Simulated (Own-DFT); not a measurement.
# Cleaving wurtzite AlN, m plane (10-10)

Calculated, not measured: single-point runs of Own-DFT, a retired in-house plane-wave DFT program that no person has reviewed, on unrelaxed cells, without spin or spin-orbit coupling.

Limits (not all hold for every row): some atoms lie very close together; k mesh not checked against a denser one.

Both sets of runs: PBE; PseudoDojo norm-conserving scalar-relativistic files; cutoff 42 hartree; Gaussian smearing of 0.01 eV. The slab has 128 atoms in 16 layers, two equal faces of 62.02 Å² as cut, 15 Å of vacuum, a dipole correction along the normal and a 6 x 3 x 1 mesh. The bulk cell has 72 atoms, the same measured lattice constants and a 4 x 4 x 3 mesh. In the slab only the 32 atoms nearest the faces were moved at random; u is their rms move along one axis. Energies are counted from -174.06 eV for each atom.

```
slab run   u (Å)  E (eV, cell)
       1  0.0488        21.451
       2  0.0515        20.863
       3  0.0530        21.792
       4  0.0531        21.297
       5  0.0570        23.131
       6  0.0851        25.456
       7  0.0928        27.337
       8  0.0938        27.059
       9  0.0976        25.453
      10  0.0978        25.507
      11  0.1084        27.896
      12  0.1097        31.195
```

```
bulk run,u (Å),E (meV/atom)
1,0.0190,-2.78
2,0.0199,-1.80
3,0.0201,-2.61
4,0.0207,-0.89
5,0.0979,352.23
6,0.0987,256.96
7,0.1006,332.67
8,0.1031,344.23
9,0.1049,344.85
10,0.1083,374.88
```

The question: what is the energy of the unrelaxed surface?

## Answer

Take each set to u = 0 with E = a + b u². Rows are weighted down as u grows, with residuals divided by u² + 0.0006 Å². Slab: a = 19.39 ± 0.40 eV. Bulk: a = -15.3 ± 1.4 meV/atom. The excess is 19.39 - 128 x (-0.0153) = 21.35 ± 0.44 eV. Over two faces that is 172 meV/Å², or 2.76 ± 0.06 J/m². Relaxing the faces would lower the energy, and the unlike meshes and the reach from the smallest u down to zero add errors that aren't counted here.
